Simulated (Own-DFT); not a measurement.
# Shaking the atoms of hexagonal WC, 64 atoms (C32W32)

Calculated results; nothing here was measured. The program, named Own-DFT, is a retired in-house plane-wave density functional code that no person has reviewed. Each row is one single-point run on a periodic cell that was not relaxed, without spin or spin-orbit coupling.

Settings of every run: PBE; PseudoDojo norm-conserving scalar-relativistic files; cutoff 50 hartree; 4 x 4 x 4 k mesh centred on Gamma; cold (Marzari-Vanderbilt) smearing of 0.2 eV.

Known limits, some of them of some rows only: some atoms lie very close together; forces on such cells moved up to 12 meV/angstrom on a denser k mesh; stress not checked against mesh or cutoff.

Cell vectors in Å: (5.833, -5.052, -2.839); (0.000, -5.052, 8.518); (-5.833, -5.052, -2.839). In each run every atom was moved at random and independently from its ideal site; u is the rms move along one axis. E is the free energy for each atom above the fitted value at u = 0, and F the rms of the force components.

| run | u (Å) | E (meV/atom) | F (eV/Å) | largest force (eV/Å) | P (GPa) |
|---|---|---|---|---|---|
| 1 | 0.0197 | 14.1 | 0.537 | 2.06 | 3.27 |
| 2 | 0.0198 | 14.1 | 0.534 | 1.88 | 3.27 |
| 3 | 0.0212 | 16.2 | 0.577 | 2.42 | 3.40 |
| 4 | 0.0483 | 87.9 | 1.330 | 5.49 | 6.39 |
| 5 | 0.0500 | 94.3 | 1.397 | 5.93 | 6.53 |
| 6 | 0.0925 | 284.8 | 2.331 | 11.02 | 14.33 |
| 7 | 0.0938 | ? | ? | ? | ? |
| 8 | 0.1014 | 393.3 | 2.967 | 11.81 | 17.89 |
| 9 | 0.1487 | 886.7 | 5.205 | 22.81 | 38.37 |

## Worked fit

For small independent moves the energy grows as E = (3/2) K u², with K the mean stiffness felt by one atom. The runs with u up to 0.11 Å give K = 24.4 ± 0.7 eV/Å², with residuals divided by u² + 0.0006 Å², since the noise grows with the moves. The scatter is 5.1 meV/atom at u = 0.05 Å. The forces follow F = G u with G = 27.4 eV/Å²; no force at u = 0 is resolved. G exceeds K because the moves of its neighbours add to the force on an atom, and stiffness differs between atoms. At u = 0.149 Å the parabola gives 808 meV/atom and the run 887. The pressure follows P = 2.81 + 1423 u² GPa: at fixed volume, shortened bonds push harder than stretched ones pull.

## Withheld run

Question: what energy and rms force should run 7 give?

The fit gives 321 ± 18 meV/atom and about 2.57 eV/Å. The calculation gave 312.1 meV/atom and 2.478 eV/Å.
